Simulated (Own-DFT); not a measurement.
# What a change of functional does to the pressure

No measurement is shown. These are fixed-geometry runs of a retired plane-wave code named Own-DFT, which no person has reviewed; spin and spin-orbit coupling are neglected.

Keep in mind: forces on such cells failed a check on a denser k mesh; stress not checked against mesh or cutoff.

Each cell was run twice at the same cutoff, k mesh and smearing, with PBE and with PBEsol, on PseudoDojo norm-conserving files made for PBE. u is the rms random offset of the atoms per axis. Files made for PBEsol would give a somewhat different change.

```
cell,atoms,volume (Å³/atom),u (Å),cutoff (hartree),P with PBE (GPa),P with PBEsol (GPa),change (GPa)
C11b WSi2 with one Si vacancy (Si19W10),29,13.90,0.073,50,6.53,2.54,-3.99
C11b WSi2 with one Si vacancy (Si19W10),29,13.90,0.077,50,6.47,2.46,-4.01
C11b WSi2 with one Si vacancy (Si19W10),29,13.90,0.087,50,6.50,?,?
C40 NbSi2 with two Nb vacancies (Nb10Si24),34,15.50,0.082,42,2.49,-0.77,-3.26
C40 NbSi2 with two Nb vacancies (Nb10Si24),34,15.50,0.077,42,2.81,-0.45,-3.26
C40 NbSi2 with two Nb vacancies (Nb10Si24),34,15.50,0.074,42,1.65,-1.61,-3.26
D0_22 TiAl3 with two Al on a Ti site each (Al32Ti8),40,15.63,0.081,42,4.67,2.97,-1.70
D0_22 TiAl3 with two Al on a Ti site each (Al32Ti8),40,15.63,0.030,42,2.90,1.21,-1.69
D0_22 TiAl3 with two Al on a Ti site each (Al32Ti8),40,15.63,0.073,42,4.08,2.38,-1.69
L1_0 TiAl (Al16Ti16),32,16.06,0.155,42,7.43,4.57,-2.86
L1_0 TiAl (Al16Ti16),32,16.06,0.018,42,1.16,-1.68,-2.84
L1_0 TiAl (Al16Ti16),32,16.06,0.020,42,1.17,-1.67,-2.84
```

## Worked reading

Mean change of pressure by composition, in GPa: Si19W10, -4.00; Nb5Si12, -3.26; AlTi, -2.85; Al4Ti, -1.70. PBEsol's equilibrium volumes are smaller than PBE's, so the same cell is under less pressure. Here the change varies more between materials than between cells of one material.

## Withheld value

Question: what PBEsol pressure should the Si19W10 cell with the blank give?

Adding the mean change of the cells with its composition, -4.00 GPa, to 6.50 gives 2.5 GPa. Computed: 2.53 GPa.
